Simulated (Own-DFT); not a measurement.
# Point defects and the pressure they add: C40 NbSi2

Everything here is calculated. The program is Own-DFT (plane waves, in-house, since retired, never reviewed by a person); positions were held fixed, and spin and spin-orbit coupling were off.

All runs used: PBE; PseudoDojo norm-conserving scalar-relativistic files; cutoff 42 hartree; 4 x 4 x 5 k mesh centred on Gamma; cold (Marzari-Vanderbilt) smearing of 0.2 eV.

Known weak points: forces on such cells failed a check on a denser k mesh; stress not checked against mesh or cutoff.

All runs share one cell, with vectors in Å (0.000, 8.324, 0.000); (-9.613, 0.000, 0.000); (0.000, 0.000, 6.586) and a volume of 527.0 Å³. Atoms were moved at random from their sites; u is the rms move along one axis. The defect's site can differ from row to row.

```
cell,formula,u (Å),P (GPa)
no defect,Nb12Si24,0.0179,1.44
no defect,Nb12Si24,0.0420,2.13
no defect,Nb12Si24,0.0505,2.82
one Si vacancy,Nb12Si23,0.0294,?
one Si vacancy,Nb12Si23,0.0319,1.10
one Si vacancy,Nb12Si23,0.0495,1.37
one Si vacancy,Nb12Si23,0.0564,2.07
two Nb vacancies,Nb10Si24,0.0310,0.15
two Nb vacancies,Nb10Si24,0.0461,0.48
two Nb vacancies,Nb10Si24,0.0517,0.65
two Si on a Nb site each,Nb10Si26,0.0276,1.58
two Si on a Nb site each,Nb10Si26,0.0442,2.05
two Si on a Nb site each,Nb10Si26,0.0487,2.25
two Nb on a Si site each,Nb14Si22,0.0297,7.42
two Nb on a Si site each,Nb14Si22,0.0509,8.07
two Nb on a Si site each,Nb14Si22,0.0511,8.51
```

## Fit

P = P0 + c u² + a shift for each defect gives P0 = 1.42 GPa, c = 461 ± 59 GPa/Å² and a scatter of 0.19 GPa. The shifts, and each times the cell's volume:

- two Nb on a Si site each: 5.65 ± 0.16 GPa, 18.6 eV (9.3 eV for each of its 2 sites)
- two Si on a Nb site each: -0.24 ± 0.15 GPa, -0.8 eV (-0.4 eV for each of its 2 sites) (not resolved)
- one Si vacancy: -0.92 ± 0.16 GPa, -3.0 eV
- two Nb vacancies: -1.87 ± 0.15 GPa, -6.2 eV (-3.1 eV for each of its 2 sites)

Against the defect-free cell, a freed cell would be larger where the shift is positive and smaller where it is negative (160.2 GPa Å³ is 1 eV). The atoms around the defects weren't relaxed, which would change these numbers.

## Withheld run

Question: what pressure belongs in the blank (one Si vacancy, u = 0.0294 Å)?

The fitted form gives 0.89 ± 0.23 GPa. The run itself gave 0.99 GPa.
